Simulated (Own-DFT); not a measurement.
# Strain and stress in wurtzite AlGaN with randomly placed atoms, 96 atoms (Al36Ga12N48)

All numbers below are calculated, not measured. The program, named Own-DFT, is a retired in-house plane-wave density functional code that no person has reviewed. Each row is one single-point run on a periodic cell that was not relaxed, without spin or spin-orbit coupling.

Settings of every run: PBE; PseudoDojo norm-conserving scalar-relativistic files (stringent for Ga); cutoff 96 hartree; 3 x 4 x 3 k mesh centred on Gamma; Gaussian smearing of 0.01 eV.

Known limits: k mesh not checked against a denser one; stress not checked against mesh or cutoff.

Unstrained cell vectors in Å: (12.525, 0.000, 0.000); (-4.697, 8.135, 0.000); (0.000, 0.000, 10.066). The unstrained cell has measured lattice constants (interpolated for alloys), not those of this functional. That, the random moves and any unrelaxed bonds set the pressure at no strain. Each run strains this cell uniformly, with the atoms carried along. Every atom was also moved at random, by a Gaussian of width 0.05 Å on each axis. The random placing of the alloy's atoms differs from row to row. Strain is the symmetric tensor, in per cent. Stress is positive in tension, and the pressure is minus a third of its trace.

| run | e_xx (%) | e_yy (%) | e_zz (%) | s_xx (GPa) | s_yy (GPa) | s_zz (GPa) | P (GPa) | E (meV/atom) |
|---|---|---|---|---|---|---|---|---|
| 1 | 1.75 | 1.75 | 0.00 | 3.07 | 4.33 | -6.97 | -0.14 | 8.3 |
| 2 | -0.75 | -0.75 | 0.00 | -11.61 | -9.61 | -8.25 | 9.82 | 29.8 |
| 3 | 0.50 | 0.50 | 0.00 | -2.32 | -3.22 | -6.57 | 4.04 | 0.0 |
| 4 | 2.00 | 2.00 | 0.00 | 3.28 | 5.15 | -2.75 | -1.90 | 0.6 |
| 5 | 1.25 | 1.25 | 0.00 | 0.91 | 0.56 | -5.34 | 1.29 | 7.0 |
| 6 | -2.25 | -2.25 | 0.00 | -17.16 | -22.79 | -12.02 | 17.32 | 53.9 |
| 7 | 2.25 | 2.25 | 0.00 | 5.35 | 4.54 | -2.04 | -2.61 | 5.4 |
| 8 | -3.00 | -3.00 | 0.00 | -26.45 | -25.58 | -12.69 | 21.57 | 81.2 |
| 9 | 1.00 | 1.00 | 0.00 | ? | ? | ? | ? | ? |

E is the free energy for each atom above the lowest run shown.

## Worked fit

The change of volume is close to e_xx + e_yy + e_zz. A straight line through the runs shown gives P = 7.25 - 228 x (fractional change of volume) GPa, with an error of 7 on the slope and a scatter of 0.71 GPa. The strain isn't the same on all axes and the cell isn't cubic, so the slope belongs to this path and is not the bulk modulus.

## Withheld run

Question: what pressure should run 9 give? Its volume changes by 2.01 %.

The line gives 2.7 GPa. The calculation gave 2.23 GPa.
